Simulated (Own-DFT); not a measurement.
# Which defects push the lattice out? C11b WSi2

Source: density functional calculations with Own-DFT, an unreviewed in-house program that is no longer used. Nothing was measured or relaxed, and spin and spin-orbit coupling are left out.

Common settings: PBEsol; PseudoDojo norm-conserving scalar-relativistic files, made for PBE; cutoff 50 hartree; 5 x 5 x 5 k mesh centred on Gamma; cold (Marzari-Vanderbilt) smearing of 0.2 eV.

Caveats: forces on such cells failed a check on a denser k mesh; stress not checked against mesh or cutoff.

All runs share one cell, with vectors in Å (-2.148, -5.953, 3.409); (-6.444, 2.976, 1.136); (-2.553, -2.948, -6.757) and a volume of 403.2 Å³. u is the rms random offset of the atoms per axis. The defect's site can differ from row to row.

| cell | formula | u (Å) | P (GPa) |
|---|---|---|---|
| no defect | Si20W10 | 0.0186 | 0.25 |
| no defect | Si20W10 | 0.0190 | 0.40 |
| no defect | Si20W10 | 0.0536 | 1.88 |
| one Si on a W site | Si21W9 | 0.0289 | 2.16 |
| one Si on a W site | Si21W9 | 0.0314 | 2.47 |
| one Si on a W site | Si21W9 | 0.0458 | 3.43 |
| one W vacancy | Si20W9 | 0.0304 | -0.30 |
| one W vacancy | Si20W9 | 0.0307 | -0.38 |
| one W vacancy | Si20W9 | 0.0471 | 1.22 |
| one Si vacancy | Si19W10 | 0.0281 | -0.71 |
| one Si vacancy | Si19W10 | 0.0296 | -0.74 |
| one Si vacancy | Si19W10 | 0.0490 | 0.60 |
| one Si vacancy | Si19W10 | 0.0511 | ? |
| one W on a Si site | Si19W11 | 0.0303 | 5.48 |
| one W on a Si site | Si19W11 | 0.0465 | 6.94 |
| one W on a Si site | Si19W11 | 0.0545 | 7.23 |

## What the rows give

P = P0 + c u² + a shift for each defect gives P0 = -0.12 GPa, c = 808 ± 74 GPa/Å² and a scatter of 0.24 GPa. The shifts, and each times the cell's volume:

- one W on a Si site: 5.04 ± 0.20 GPa, 12.7 eV
- one Si on a W site: 1.75 ± 0.19 GPa, 4.4 eV
- one W vacancy: -0.80 ± 0.19 GPa, -2.0 eV
- one Si vacancy: -1.26 ± 0.19 GPa, -3.2 eV

A positive shift means that the defect pushes the cell outwards. Shift times volume (160.2 GPa Å³ is 1 eV) depends little on the cell's size, so, taken for each site, it can be compared between cells at like pressure. The atoms around the defects weren't relaxed, which would change these numbers.

## Prediction

The question: what pressure belongs in the blank (one Si vacancy, u = 0.0511 Å)?

Estimate: 0.73 ± 0.29 GPa. The run itself gave 0.38 GPa.
